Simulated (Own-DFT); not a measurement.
SiC (4H silicon carbide, strained, atoms displaced) (calculated)

Computed with Own-DFT development build. A calculation, not a measurement: plane-wave PBE density functional theory by an unreviewed code, no spin, of a simulated periodic cell, stress positive in tension, free energy of the whole cell less one offset for each atom, forces on such cells passed a denser k mesh, this cell's mesh not checked; offsets are fitted by least squares, one for each functional and potential file, so energies compare only between cells with the same atoms and settings and are not formation energies; the far tail of each file's local potential was reset to the Coulomb form; each entry is a single point on an unrelaxed cell, so the pressure reflects the starting lattice, mostly measured values (interpolated for alloys), from which strain is counted, and rises with the displacements; printed positions are rounded, which can move forces by about a meV/angstrom; the program, named Own-DFT, is a retired in-house code; no spin-orbit coupling.

Settings shared by all entries: functional PBE; potential files PseudoDojo norm-conserving, scalar-relativistic, standard set; wave cutoff 42 hartree; occupations Fermi-Dirac; smearing width 0.1 eV; hardware one NVIDIA H100; k mesh 5 x 5 x 3 centred on Gamma.

(1) SiC (4H silicon carbide, strained, atoms displaced)

```
cell vectors (Å)
   6.2635     0.1102    -0.0314
  -3.0363     5.3617     0.0484
  -0.0513     0.0617     9.8802
atoms (fractions of the cell vectors)
Si  0.99767  0.99712  0.41668
Si  0.14240  0.32301  0.16099
C   0.01130  0.99131  0.09134
C   0.16320  0.34135  0.34061
Si  0.00780  0.51184  0.41026
Si  0.15612  0.82541  0.15551
C   0.99382  0.48934  0.09739
C   0.16008  0.82640  0.34459
Si  0.50164  0.99809  0.40647
Si  0.66947  0.33299  0.15811
C   0.47430  0.97959  0.08653
C   0.67861  0.35508  0.34207
Si  0.50248  0.50628  0.40857
Si  0.66783  0.84243  0.15836
C   0.50321  0.51693  0.09629
C   0.65412  0.82150  0.33801
Si  0.00807  0.01516  0.90344
Si  0.82410  0.66962  0.65445
C   0.00872  0.00784  0.60091
C   0.82725  0.65407  0.84124
Si  0.00586  0.50434  0.91103
Si  0.83674  0.16226  0.65763
C   0.01180  0.50977  0.60256
C   0.83875  0.16008  0.84093
Si  0.50598  0.00246  0.90675
Si  0.34239  0.66363  0.65817
C   0.50807  0.01371  0.58964
C   0.32992  0.68501  0.84967
Si  0.49553  0.51091  0.90864
Si  0.33542  0.17261  0.65714
C   0.49276  0.49924  0.60003
C   0.32439  0.14312  0.84865
```

Results for SiC (4H silicon carbide, strained, atoms displaced): free energy of cell above offsets -1.900 eV; pressure 3.4 GPa; stress xx 2.63 GPa; stress yy 4.38 GPa; stress zz -17.21 GPa; stress yz 2.63 GPa; stress xz -1.86 GPa; stress xy 8.59 GPa; wall time 124.6 s.

Force:
```csv
element,x (eV/Å),y (eV/Å),z (eV/Å)
Si,-0.224,0.614,-2.712
Si,3.499,0.153,-1.492
C,-3.483,1.572,0.393
C,0.785,-1.144,2.909
Si,-0.249,-1.399,0.227
Si,1.467,-0.629,0.49
C,-1.191,0.508,-0.602
C,0.33,1.984,0.574
Si,-0.606,0.892,-1.445
Si,-1.971,-0.045,-1.382
C,1.671,2.148,2.804
C,0.239,-1.813,1.73
Si,-0.696,-1.255,-1.214
Si,0.316,-1.032,-2.362
C,0.076,-1.765,0.167
C,0.732,2.049,3.122
Si,1.071,-3.14,0.491
Si,1.934,-0.5,1.055
C,-0.399,-0.863,-0.644
C,-1.008,1.152,1.131
Si,-0.835,-0.46,-1.459
Si,-1.056,1.687,-0.86
C,-0.635,-0.743,-1.217
C,-1.662,1.315,1.506
Si,0.262,0.247,-0.617
Si,-2.823,1.942,0.767
C,0.52,-1.077,1.387
C,1.281,-1.98,-1.171
Si,1.128,-0.883,0.115
Si,0.755,-1.098,0.987
C,1.436,0.236,-1.434
C,-0.665,3.329,-1.244
```

(2) SiC (4H silicon carbide, strained, atoms displaced)

```
cell vectors (Å)
   6.1320    -0.0781     0.0648
  -3.1336     5.3268    -0.0315
   0.1059     0.0018    10.1307
atoms (fractions of the cell vectors)
Si  0.98830  0.98139  0.39997
Si  0.17088  0.33314  0.16669
C   0.01758  0.01233  0.10157
C   0.16270  0.31816  0.34133
Si  0.99598  0.50134  0.40356
Si  0.16965  0.84377  0.15603
C   0.98333  0.48677  0.09250
C   0.16068  0.83435  0.33966
Si  0.49395  0.99417  0.40927
Si  0.65722  0.32630  0.15308
C   0.49917  0.01176  0.08725
C   0.65185  0.31136  0.35271
Si  0.49822  0.48924  0.40604
Si  0.66960  0.83722  0.15791
C   0.49832  0.49683  0.09926
C   0.68459  0.84845  0.34669
Si  0.99216  0.00405  0.90308
Si  0.82038  0.65127  0.65232
C   0.97697  0.98289  0.58381
C   0.85319  0.66908  0.83552
Si  0.00799  0.50204  0.90671
Si  0.83441  0.15957  0.66476
C   0.99997  0.49683  0.59740
C   0.84169  0.16423  0.84575
Si  0.49827  0.99639  0.90092
Si  0.32204  0.66563  0.65592
C   0.49657  0.98666  0.58825
C   0.31867  0.64668  0.84857
Si  0.48642  0.48523  0.91396
Si  0.33459  0.17873  0.65758
C   0.50046  0.50293  0.59643
C   0.31928  0.16932  0.84463
```

Results for SiC (4H silicon carbide, strained, atoms displaced): free energy of cell above offsets -2.160 eV; pressure 7.94 GPa; stress xx -10.16 GPa; stress yy -10.41 GPa; stress zz -3.26 GPa; stress yz 0.48 GPa; stress xz 2.9 GPa; stress xy -6.68 GPa; wall time 112.1 s.

Force:
```csv
element,x (eV/Å),y (eV/Å),z (eV/Å)
Si,1.66,2.8,2.07
Si,-1.476,0.548,-2.245
C,-1.883,-1.148,-2.152
C,-0.5,1.636,2.195
Si,0.826,-1.359,0.688
Si,0.225,-1.954,-0.716
C,1.791,1.724,0.659
C,1.464,-1.096,0.464
Si,0.526,-1.216,-0.308
Si,0.177,0.809,1.645
C,1.087,-2.164,0.297
C,0.34,2.479,-2.042
Si,-0.721,0.854,0.367
Si,0.032,0.517,-0.143
C,-0.007,1.019,-0.4
C,-4.052,-3.563,-1.789
Si,1.621,-2.104,1.747
Si,1.334,1.804,0.64
C,1.703,1.137,1.738
C,-2.211,-0.591,1.915
Si,-2.7,-1.03,1.002
Si,-0.351,-0.351,-2.875
C,-0.866,-0.959,-1.338
C,-2.145,0.273,-0.249
Si,-0.926,-0.191,0.443
Si,1.398,-0.306,0.764
C,-0.91,1.707,2.593
C,2.735,2.67,-1.223
Si,1.288,1.966,-1.011
Si,-0.391,-2.601,-0.989
C,-1.48,-0.63,-1.152
C,2.415,-0.679,-0.596
```

(3) SiC (4H silicon carbide, strained, atoms displaced)

```
cell vectors (Å)
   6.2507    -0.0987     0.0187
  -3.2109     5.3869     0.0339
   0.0305     0.0815    10.1248
atoms (fractions of the cell vectors)
Si  0.00018  0.98969  0.40459
Si  0.16637  0.33174  0.15562
C   0.00934  0.00329  0.09346
C   0.16177  0.32137  0.34182
Si  0.99254  0.48971  0.40792
Si  0.15315  0.83581  0.15828
C   0.00978  0.49647  0.08868
C   0.18663  0.84770  0.34153
Si  0.50465  0.00272  0.40935
Si  0.66652  0.33905  0.14941
C   0.50614  0.99963  0.09845
C   0.65944  0.32498  0.33925
Si  0.50336  0.50997  0.40672
Si  0.66225  0.82545  0.15751
C   0.50733  0.49635  0.09045
C   0.66932  0.83867  0.34176
Si  0.99338  0.01020  0.89839
Si  0.83715  0.67607  0.65028
C   0.01273  0.99698  0.59403
C   0.81770  0.65662  0.85092
Si  0.02464  0.50265  0.89955
Si  0.83049  0.16057  0.65297
C   0.99718  0.48995  0.59127
C   0.84328  0.17098  0.83681
Si  0.50185  0.00535  0.90706
Si  0.32622  0.65696  0.66298
C   0.49724  0.99400  0.59025
C   0.33938  0.66782  0.85152
Si  0.50464  0.49949  0.90424
Si  0.32983  0.16767  0.66291
C   0.49919  0.49736  0.59681
C   0.33579  0.14839  0.83662
```

It finds free energy of cell above offsets -3.083 eV; pressure 0.63 GPa; stress xx 2.31 GPa; stress yy -2.21 GPa; stress zz -2 GPa; stress yz 3.55 GPa; stress xz -0.08 GPa; stress xy -6.79 GPa; wall time 123.5 s.

Force:
```csv
element,x (eV/Å),y (eV/Å),z (eV/Å)
Si,0.589,0.844,-0.045
Si,0.277,0.066,0.141
C,-1.723,-0.019,-0.963
C,-0.21,1.331,0.767
Si,0.661,0.708,-1.647
Si,2.78,-0.601,-0.916
C,-1.014,0.556,0.362
C,-1.817,-2.238,0.748
Si,0.114,-0.155,-1.124
Si,1.683,-1.102,0.865
C,-0.908,-0.054,-1.305
C,0.036,1.91,0.801
Si,-0.088,-1.868,-0.257
Si,0.284,1.035,-0.894
C,-1.334,0.286,0.177
C,0.141,-0.476,0.847
Si,2.13,-2.257,1.616
Si,0.357,-2.305,1.929
C,-1.788,0.889,-0.746
C,3.288,1.942,-2.329
Si,-4.215,-0.666,1.927
Si,0.153,-0.424,-0.506
C,-0.439,0.871,0.832
C,-1.05,0.22,0.468
Si,1.102,-0.477,0.958
Si,0.579,0.756,-1.417
C,-0.135,-0.003,1.587
C,1.804,0.843,-1.887
Si,-1.056,-1.477,0.734
Si,1.852,-0.278,-2.853
C,-0.405,0.582,-0.406
C,-1.647,1.562,2.535
```

(4) SiC (4H silicon carbide, strained, atoms displaced)

```
cell vectors (Å)
   6.2354    -0.0065    -0.0873
  -3.1233     5.4214     0.0632
  -0.1425     0.0369    10.2595
atoms (fractions of the cell vectors)
Si  0.00266  0.01338  0.41114
Si  0.17484  0.33418  0.15975
C   0.01420  0.00355  0.09947
C   0.17349  0.32624  0.34342
Si  0.01368  0.50619  0.39866
Si  0.15777  0.81910  0.14781
C   0.98153  0.48457  0.09891
C   0.15384  0.83021  0.34918
Si  0.49486  0.99829  0.40546
Si  0.65642  0.32799  0.15485
C   0.50503  0.01656  0.08642
C   0.67021  0.33655  0.35218
Si  0.49742  0.50561  0.40431
Si  0.66600  0.83266  0.15865
C   0.48422  0.47492  0.10363
C   0.63753  0.82384  0.33857
Si  0.99765  0.99941  0.90462
Si  0.85206  0.67750  0.65623
C   0.00551  0.00471  0.59038
C   0.82732  0.66676  0.84766
Si  0.00564  0.49694  0.91058
Si  0.83930  0.16451  0.65310
C   0.00417  0.50890  0.59242
C   0.83582  0.16008  0.84186
Si  0.49899  0.98897  0.90828
Si  0.31627  0.67191  0.65958
C   0.50118  0.00393  0.60081
C   0.31640  0.66072  0.85458
Si  0.50763  0.49909  0.90273
Si  0.34106  0.17490  0.65126
C   0.50512  0.50572  0.58406
C   0.33184  0.15547  0.85048
```

It finds free energy of cell above offsets -2.724 eV; pressure -4.04 GPa; stress xx 2.18 GPa; stress yy 3.81 GPa; stress zz 6.12 GPa; stress yz 1.51 GPa; stress xz -3.62 GPa; stress xy -0.83 GPa; wall time 141.2 s.

Force:
```csv
element,x (eV/Å),y (eV/Å),z (eV/Å)
Si,-0.242,-2.331,-1.636
Si,-1.683,-1.463,0.026
C,-2.05,-0.716,-1.185
C,-1.402,0.999,0.112
Si,-1.113,-0.885,1.389
Si,0.597,1.211,1.788
C,1.525,0.727,-0.918
C,0.663,1.02,-1.36
Si,-0.623,0.376,0.59
Si,0.846,-0.258,2.004
C,0.618,-2.921,1.391
C,-0.043,-0.358,-1.449
Si,1.359,-0.509,0.076
Si,-0.002,0.061,-0.958
C,0.375,3.703,-2.445
C,1.748,1.474,1.095
Si,0.871,0.074,1.194
Si,-2.035,-1.07,-0.345
C,-0.076,0.214,0.891
C,1.474,0.136,-0.775
Si,-2.16,-1.37,0.298
Si,-0.756,0.716,0.715
C,-0.141,-1.282,-0.323
C,-0.732,0.572,0.135
Si,-0.115,1.208,-0.781
Si,2.778,-0.023,0.075
C,0.207,-0.358,-1.235
C,2.445,0.325,-1.584
Si,-1.697,-1.425,1.351
Si,0.092,0.457,1.12
C,-0.427,0.592,2.529
C,-0.298,1.105,-1.785
```

(5) SiC (4H silicon carbide, strained, atoms displaced)

```
cell vectors (Å)
   6.1543    -0.0438    -0.0583
  -3.1151     5.3715     0.1010
  -0.0953     0.1354     9.9914
atoms (fractions of the cell vectors)
Si  0.01347  0.01593  0.41732
Si  0.18112  0.33255  0.15551
C   0.00051  0.00669  0.08723
C   0.16358  0.31497  0.34183
Si  0.00554  0.50669  0.40740
Si  0.16193  0.83871  0.16065
C   0.99523  0.50157  0.09750
C   0.15115  0.83922  0.33880
Si  0.49338  0.00579  0.41015
Si  0.67190  0.34226  0.15339
C   0.49466  0.00309  0.09818
C   0.64546  0.32964  0.35229
Si  0.49163  0.49682  0.41049
Si  0.66296  0.82233  0.15652
C   0.49139  0.49624  0.10845
C   0.65951  0.83304  0.35102
Si  0.00349  0.99779  0.91395
Si  0.84105  0.67192  0.65387
C   0.00150  0.00380  0.60442
C   0.81834  0.65740  0.85459
Si  0.01941  0.50068  0.90440
Si  0.84499  0.17675  0.65950
C   0.00982  0.50858  0.60103
C   0.82694  0.17231  0.83943
Si  0.50086  0.99155  0.90419
Si  0.34306  0.66245  0.65281
C   0.50947  0.99569  0.59796
C   0.33607  0.66357  0.84473
Si  0.48825  0.47471  0.91109
Si  0.32636  0.14553  0.66169
C   0.50313  0.50446  0.58796
C   0.34581  0.17397  0.84006
```

Results for SiC (4H silicon carbide, strained, atoms displaced): free energy of cell above offsets -2.169 eV; pressure 7.03 GPa; stress xx -4.57 GPa; stress yy -5.37 GPa; stress zz -11.13 GPa; stress yz 4.51 GPa; stress xz -1.6 GPa; stress xy -4.14 GPa; wall time 119.1 s.

Force:
```csv
element,x (eV/Å),y (eV/Å),z (eV/Å)
Si,-1.695,-3.162,-1.005
Si,-4.311,-1.31,1.284
C,0.034,-0.325,2.967
C,-1.359,3.168,0.644
Si,-0.948,-1.14,-0.467
Si,0.452,-0.436,-1.952
C,2.013,0.529,-0.494
C,1.198,-0.317,2.915
Si,0.748,-1.159,-0.797
Si,-0.136,-1.842,2.053
C,0.83,-0.333,-1.006
C,2.43,1.138,-1.254
Si,0.289,0.708,-1.514
Si,-0.92,2.411,1.321
C,2.346,0.772,-3.425
C,0.363,0.624,-0.525
Si,-0.828,-0.445,-3.778
Si,-1.187,-1.201,1.844
C,0.294,0.099,-1.161
C,1.925,0.93,-1.32
Si,-3.487,-0.471,0.984
Si,-0.64,-0.599,-0.435
C,-0.098,-0.059,-1.639
C,1.945,-0.325,1.964
Si,-0.304,0.717,1.053
Si,0.134,0.324,1.127
C,-1.121,0.451,-0.23
C,1.326,-0.028,-0.313
Si,-0.029,2.879,0.339
Si,1.096,2.457,-1.387
C,0.544,-1.437,2.418
C,-0.903,-2.616,1.788
```
